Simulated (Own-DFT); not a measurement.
# How strain changes the stress of wurtzite AlGaN with randomly placed atoms, 72 atoms (Al9Ga27N36)

These are calculations, not measurements. They come from Own-DFT, an in-house plane-wave density functional program, since retired, whose code no person has reviewed. Each row is one single-point run on a periodic cell that was not relaxed, without spin or spin-orbit coupling.

Settings of every run: PBE; PseudoDojo norm-conserving scalar-relativistic files (stringent for Ga); cutoff 96 hartree; 4 x 4 x 3 k mesh centred on Gamma; Gaussian smearing of 0.01 eV.

Known limits: forces on such cells passed a denser k mesh, each cell not checked; stress not checked against mesh or cutoff.

Unstrained cell vectors in Å: (9.509, 0.000, 0.000); (-4.755, 8.235, 0.000); (0.000, 0.000, 10.268). The unstrained cell has measured lattice constants (interpolated for alloys), not those of this functional. That, the random moves and any unrelaxed bonds set the pressure at no strain. Each run strains this cell uniformly, with the atoms carried along. Every atom was also moved at random, by a Gaussian of width 0.05 Å on each axis. The random placing of the alloy's atoms differs from row to row. Strain is the symmetric tensor, in per cent. Stress is positive in tension, and the pressure is minus a third of its trace.

```
run  e_xx (%)  e_yy (%)  e_zz (%)  s_xx (GPa)  s_yy (GPa)  s_zz (GPa)  P (GPa)  E (meV/atom)
  1      2.75      2.75      0.00        6.48        6.69       -4.01    -3.05           0.0
  2     -0.50     -0.50      0.00      -11.12       -9.39       -7.15     9.22          22.5
  3     -2.50     -2.50      0.00      -24.67      -22.35      -11.17    19.40          78.7
  4     -1.75     -1.75      0.00      -18.91      -17.89       -9.38    15.39          57.5
  5      0.50      0.50      0.00       -5.86       -2.79       -7.68     5.44          21.9
  6     -1.00     -1.00      0.00      -14.84      -12.46       -7.51    11.61          36.4
  7     -3.00     -3.00      0.00      -25.62      -27.24      -12.42    21.76          83.6
  8      1.50      1.50      0.00       -0.15        1.06       -4.11     1.07           3.4
  9      0.75      0.75      0.00           ?           ?           ?        ?             ?
```

E is the free energy for each atom above the lowest run shown.

## Worked fit

The change of volume is close to e_xx + e_yy + e_zz. A straight line through the runs shown gives P = 8.00 - 219 x (fractional change of volume) GPa, with an error of 8 on the slope and a scatter of 0.83 GPa. The strain isn't the same on all axes and the cell isn't cubic, so the slope belongs to this path and is not the bulk modulus.

## Withheld run

Question: what pressure should run 9 give? Its volume changes by 1.51 %.

The line gives 4.7 GPa. The calculation gave 3.69 GPa.
